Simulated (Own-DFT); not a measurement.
# Which arrangement is lower? C16Si16, 32 atoms

All numbers below are calculated, not measured. The program, named Own-DFT, is a retired in-house plane-wave density functional code that no person has reviewed. Each row is one single-point run on a periodic cell that was not relaxed, without spin or spin-orbit coupling.

Settings of every run: PBE; PseudoDojo norm-conserving scalar-relativistic files; cutoff 42 hartree; 5 x 5 x 3 k mesh centred on Gamma; Fermi-Dirac smearing of 0.1 eV.

Known limits: forces on such cells passed a denser k mesh, each cell not checked; stress not checked against mesh or cutoff.

All cells hold the same atoms in the same cell, with vectors in Å (6.165, 0.000, 0.000); (-3.083, 5.339, 0.000); (0.000, 0.000, 10.068). Every atom was moved at random from its ideal site; u is the rms move along one axis. E is the free energy of the cell above the lowest run. The arrangements:

- A: 2H SiC
- B: 4H SiC

```
arrangement,u (Å),E (eV),P (GPa)
A,0.0284,0.212,3.83
A,0.0295,0.402,3.97
A,0.0307,0.293,3.89
A,0.0576,3.736,7.06
A,0.0598,3.730,6.33
A,0.0638,4.414,7.13
B,0.0284,0.000,3.58
B,0.0304,0.060,3.69
B,0.0332,0.390,3.82
B,0.0582,3.461,5.77
B,0.0610,3.809,6.31
B,0.0647,3.812,6.64
```

Question: once the cost of the random moves is taken out, how do the arrangements rank?

## Worked answer

Fit E = a + b u², with one b for all and one a for each arrangement, and with residuals divided by u², since the noise grows with the moves. Then b = 1288 eV/Å², the scatter at u = 0.04 Å is 0.13 eV, and against A:

- B: -0.26 ± 0.06 eV (lower)

These are energies of unrelaxed cells. Relaxing the atoms lowers the strained arrangements most, so the gaps would shrink and small ones could change sign.
